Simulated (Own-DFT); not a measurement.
InP (zincblende, atoms displaced), GaAs (twinned zincblende, atoms displaced) (calculated)

A calculation, not a measurement: plane-wave PBE density functional theory by an unreviewed code, no spin, of a simulated periodic cell, stress positive in tension, free energy of the whole cell less one offset for each atom, forces on such cells moved up to 12 meV/angstrom on a denser k mesh; offsets are fitted by least squares, one for each functional and potential file, so energies compare only between cells with the same atoms and settings and are not formation energies; the far tail of each file's local potential was reset to the Coulomb form; each entry is a single point on an unrelaxed cell, so the pressure reflects the starting lattice, mostly measured values (interpolated for alloys), from which strain is counted, and rises with the displacements; printed positions are rounded, which can move forces by about a meV/angstrom; the program, named Own-DFT, is a retired in-house code; no spin-orbit coupling; before rounding, a Quantum ESPRESSO 7.3.1 run of the same cell and cutoff gave forces within 1 meV/angstrom rms on each cell, which checks the program and not the settings. Program: Own-DFT development build.

Settings shared by all entries: functional PBE; potential files PseudoDojo norm-conserving, scalar-relativistic, standard set; occupations Fermi-Dirac; smearing width 0.1 eV.

```yaml
- entry: 1
  formula: InP
  kind: "zincblende, atoms displaced"
  structure:
    cell_angstrom: [[11.7374, 0.0, 0.0], [0.0, 11.7374, 0.0], [0.0, 0.0, 11.7374]]
    atoms_fractional:
      - [In, 0.99939, 0.00092, 0.00219]
      - [In, 0.99876, 0.25011, 0.25032]
      - [In, 0.24744, 0.99764, 0.25259]
      - [In, 0.25059, 0.24789, 0.0043]
      - [P, 0.12217, 0.12283, 0.1238]
      - [P, 0.12542, 0.37726, 0.37747]
      - [P, 0.37539, 0.12588, 0.37887]
      - [P, 0.37334, 0.37425, 0.12456]
      - [In, 0.99548, 0.00046, 0.4991]
      - [In, 0.99679, 0.25092, 0.74954]
      - [In, 0.25063, 0.99909, 0.74816]
      - [In, 0.25167, 0.24985, 0.49788]
      - [P, 0.12576, 0.12487, 0.62614]
      - [P, 0.12467, 0.37674, 0.87756]
      - [P, 0.37271, 0.12661, 0.87329]
      - [P, 0.37443, 0.3765, 0.62631]
      - [In, 0.99896, 0.50095, 0.99805]
      - [In, 0.00197, 0.75096, 0.24925]
      - [In, 0.24921, 0.4997, 0.24991]
      - [In, 0.25325, 0.75259, 0.00141]
      - [P, 0.12956, 0.62435, 0.12798]
      - [P, 0.12374, 0.87605, 0.37328]
      - [P, 0.37602, 0.62124, 0.3779]
      - [P, 0.37458, 0.87564, 0.12552]
      - [In, 0.99858, 0.50014, 0.50219]
      - [In, 0.99792, 0.74872, 0.75203]
      - [In, 0.24946, 0.49654, 0.75354]
      - [In, 0.24787, 0.74911, 0.5005]
      - [P, 0.12418, 0.62498, 0.62411]
      - [P, 0.12453, 0.87489, 0.87658]
      - [P, 0.37219, 0.62468, 0.87377]
      - [P, 0.37437, 0.87405, 0.62594]
      - [In, 0.49819, 0.99968, 0.00153]
      - [In, 0.50066, 0.24758, 0.25059]
      - [In, 0.75047, 0.99957, 0.24996]
      - [In, 0.74808, 0.2458, 0.00397]
      - [P, 0.62588, 0.12693, 0.12625]
      - [P, 0.6269, 0.37189, 0.37535]
      - [P, 0.87241, 0.12411, 0.37154]
      - [P, 0.87505, 0.37264, 0.12467]
      - [In, 0.49984, 0.00072, 0.49999]
      - [In, 0.50221, 0.24758, 0.75072]
      - [In, 0.75029, 0.00087, 0.75112]
      - [In, 0.75067, 0.25178, 0.49849]
      - [P, 0.62689, 0.12398, 0.62073]
      - [P, 0.62323, 0.37418, 0.87564]
      - [P, 0.87404, 0.12558, 0.87613]
      - [P, 0.87663, 0.37245, 0.6261]
      - [In, 0.50055, 0.50151, 0.00108]
      - [In, 0.49865, 0.75075, 0.25154]
      - [In, 0.74728, 0.49949, 0.24895]
      - [In, 0.74634, 0.75066, 0.00017]
      - [P, 0.62316, 0.62883, 0.12637]
      - [P, 0.62516, 0.87285, 0.37524]
      - [P, 0.87702, 0.62612, 0.37519]
      - [P, 0.87658, 0.87386, 0.12478]
      - [In, 0.49891, 0.49813, 0.50025]
      - [In, 0.49959, 0.74862, 0.75056]
      - [In, 0.74907, 0.50358, 0.74605]
      - [In, 0.74953, 0.74793, 0.49952]
      - [P, 0.62426, 0.62205, 0.62564]
      - [P, 0.62333, 0.8758, 0.87387]
      - [P, 0.87399, 0.6238, 0.87624]
      - [P, 0.87417, 0.87676, 0.62418]
  settings:
    "wave_cutoff [hartree]": 36.0
    k_mesh: "3 x 3 x 3 centred on Gamma"
  results:
    "free_energy_of_cell_above_offsets [eV]": "-35.414"
    "pressure [GPa]": 3.2
    "stress_xx [GPa]": -3.21
    "stress_yy [GPa]": -3.2
    "stress_zz [GPa]": -3.2
    "stress_yz [GPa]": 0.15
    "stress_xz [GPa]": 0.01
    "stress_xy [GPa]": -0.05
    force_element: [In, In, In, In, P, P, P, P, In, In, In, In, P, P, P, P, In, In, In, In, P, P, P, P, In, In, In, In, P, P, P, P, In, In, In, In, P, P, P, P, In, In, In, In, P, P, P, P, In, In, In, In, P, P, P, P, In, In, In, In, P, P, P, P]
    "force_x [eV/angstrom]": [-0.108, 0.291, 0.275, -0.239, 0.332, -0.183, -0.051, 0.36, 0.397, 0.563, -0.199, -0.278, -0.25, -0.09, 0.161, 0.099, 0.17, -0.026, 0.235, -0.346, -0.466, -0.081, -0.185, 0.092, 0.051, 0.162, -0.16, 0.131, 0.022, 0.009, 0.283, 0.156, 0.07, -0.246, -0.171, 0.172, -0.348, -0.364, 0.192, -0.096, 0.03, -0.099, -0.046, 0.217, -0.018, 0.427, 0.032, -0.419, -0.162, -0.195, 0.321, 0.295, 0.018, -0.052, -0.219, -0.306, 0.232, -0.06, 0.166, 0.061, -0.18, 0.003, -0.281, -0.102]
    "force_y [eV/angstrom]": [-0.227, 0.087, 0.456, 0.076, 0.223, -0.291, -0.3, 0.063, 0.191, -0.204, -0.035, 0.226, 0.073, -0.553, -0.251, -0.385, 0.007, -0.232, -0.183, -0.254, 0.195, -0.151, 0.409, 0.12, 0.01, 0.177, 0.288, 0.074, -0.114, 0.042, 0.05, -0.056, 0.295, 0.26, -0.296, 0.563, -0.663, 0.398, 0.206, 0.354, -0.351, 0.132, 0.015, -0.256, 0.127, 0.132, -0.059, 0.393, -0.056, -0.081, 0.098, 0.09, -0.335, 0.264, -0.219, -0.006, -0.219, -0.028, -0.655, 0.053, 0.443, 0.027, 0.2, -0.358]
    "force_z [eV/angstrom]": [-0.416, 0.118, -0.199, -0.362, 0.473, -0.219, -0.607, 0.274, 0.028, 0.347, 0.252, 0.461, -0.272, -0.025, 0.224, 0.032, 0.505, -0.046, 0.241, -0.163, -0.508, 0.513, -0.298, 0.303, -0.1, -0.178, -0.381, -0.135, 0.432, -0.08, 0.248, -0.243, -0.202, 0.026, -0.15, -0.519, 0.086, -0.105, 0.324, -0.047, 0.053, -0.275, -0.14, 0.123, 0.391, 0.025, 0.039, -0.199, -0.126, 0.156, 0.051, -0.081, -0.019, 0.014, -0.187, -0.036, 0.046, -0.047, 0.519, 0.154, -0.331, 0.095, -0.061, 0.203]
- entry: 2
  formula: GaAs
  kind: "twinned zincblende, atoms displaced"
  structure:
    cell_angstrom:
      - [5.6533, -5.6533, 0.0]
      - [0.0, 5.6533, -5.6533]
      - [11.3066, 11.3066, 11.3066]
    atoms_fractional:
      - [Ga, 0.01251, 0.00978, 0.4348]
      - [As, 0.99551, 0.00417, 0.06141]
      - [Ga, 0.15257, 0.33158, 0.10214]
      - [As, 0.16794, 0.32802, 0.22704]
      - [Ga, 0.34947, 0.17547, 0.27003]
      - [As, 0.3355, 0.15649, 0.3995]
      - [Ga, 0.99739, 0.50191, 0.4362]
      - [As, 0.97838, 0.50042, 0.05079]
      - [Ga, 0.15964, 0.83386, 0.10143]
      - [As, 0.15689, 0.83781, 0.22612]
      - [Ga, 0.32039, 0.65356, 0.27097]
      - [As, 0.34888, 0.63559, 0.40161]
      - [Ga, 0.52053, 0.01313, 0.44304]
      - [As, 0.49526, 0.98728, 0.0685]
      - [Ga, 0.65954, 0.33979, 0.10587]
      - [As, 0.64117, 0.32496, 0.23469]
      - [Ga, 0.83261, 0.17749, 0.26422]
      - [As, 0.82537, 0.16043, 0.39278]
      - [Ga, 0.50457, 0.48218, 0.44151]
      - [As, 0.48506, 0.49263, 0.05736]
      - [Ga, 0.67054, 0.86262, 0.10859]
      - [As, 0.67956, 0.85595, 0.23263]
      - [Ga, 0.85616, 0.68434, 0.2727]
      - [As, 0.83889, 0.67626, 0.39388]
      - [Ga, 0.99562, 0.99933, 0.93926]
      - [As, 0.00228, 0.00244, 0.55706]
      - [Ga, 0.84189, 0.67852, 0.60896]
      - [As, 0.85813, 0.66894, 0.7334]
      - [Ga, 0.65657, 0.8214, 0.76137]
      - [As, 0.63095, 0.82852, 0.90067]
      - [Ga, 0.99878, 0.4932, 0.93379]
      - [As, 0.99494, 0.4984, 0.56236]
      - [Ga, 0.79177, 0.14679, 0.60209]
      - [As, 0.85427, 0.17178, 0.7311]
      - [Ga, 0.66229, 0.3283, 0.77064]
      - [As, 0.65921, 0.31291, 0.90008]
      - [Ga, 0.51433, 0.00772, 0.94151]
      - [As, 0.50569, 0.02249, 0.56843]
      - [Ga, 0.34805, 0.6767, 0.59617]
      - [As, 0.30788, 0.64965, 0.73501]
      - [Ga, 0.17221, 0.83173, 0.76428]
      - [As, 0.16014, 0.82065, 0.89831]
      - [Ga, 0.51214, 0.49877, 0.93563]
      - [As, 0.50586, 0.47808, 0.56449]
      - [Ga, 0.34258, 0.18387, 0.60555]
      - [As, 0.32454, 0.1564, 0.72221]
      - [Ga, 0.14365, 0.31212, 0.77432]
      - [As, 0.16352, 0.34944, 0.90283]
  settings:
    "wave_cutoff [hartree]": 42.0
    k_mesh: "4 x 4 x 2 centred on Gamma"
  results:
    "free_energy_of_cell_above_offsets [eV]": "-12.842"
    "pressure [GPa]": 5.23
    "stress_xx [GPa]": -5.55
    "stress_yy [GPa]": -5.08
    "stress_zz [GPa]": -5.06
    "stress_yz [GPa]": -0.22
    "stress_xz [GPa]": 0.57
    "stress_xy [GPa]": 1.28
    force_element: [Ga, As, Ga, As, Ga, As, Ga, As, Ga, As, Ga, As, Ga, As, Ga, As, Ga, As, Ga, As, Ga, As, Ga, As, Ga, As, Ga, As, Ga, As, Ga, As, Ga, As, Ga, As, Ga, As, Ga, As, Ga, As, Ga, As, Ga, As, Ga, As]
    "force_x [eV/angstrom]": [-0.898, 0.186, -0.086, -0.106, -2.199, -0.132, 0.347, 1.97, -0.437, 1.426, 0.884, -1.385, -1.148, -1.095, -0.496, 2.655, 0.749, 0.902, 0.784, 1.197, 0.685, -1.138, -1.831, 0.284, -1.022, 0.411, -0.133, -2.493, 0.881, 0.927, -1.229, 0.213, 5.928, -4.223, 0.15, -0.352, -1.183, -4.43, -0.217, 0.146, 1.96, 0.054, -0.45, 1.039, -2.007, 1.524, 3.32, 0.07]
    "force_y [eV/angstrom]": [0.46, 0.181, 0.067, 0.218, 2.277, -1.028, -0.474, 1.185, -0.153, -1.244, 0.267, 2.036, -0.465, 1.378, 0.077, -2.341, 0.792, -0.536, -0.969, 1.045, -1.906, -0.76, 0.891, 0.098, -0.232, 1.175, -0.693, 1.11, 0.813, -3.827, 1.219, -0.089, -1.743, 0.698, -0.285, -0.113, 2.049, 0.02, 0.483, -2.634, 1.371, 0.227, 0.557, 1.321, -0.025, 1.427, -0.516, -3.407]
    "force_z [eV/angstrom]": [0.303, 0.472, -0.773, -0.182, 2.694, -0.663, 0.162, 1.553, 0.288, -0.227, -0.585, -1.949, 1.12, -1.959, 0.342, -3.547, 0.104, -0.996, 0.08, 0.107, 1.863, 1.498, 0.774, 0.592, -0.297, 0.425, -0.034, 0.511, 0.496, -0.604, -0.847, 0.135, -1.278, 0.604, 0.439, -2.352, 1.71, 1.209, 1.4, -0.774, 0.135, -1.663, 0.044, -3.127, 1.81, 0.444, -0.28, 0.822]
```
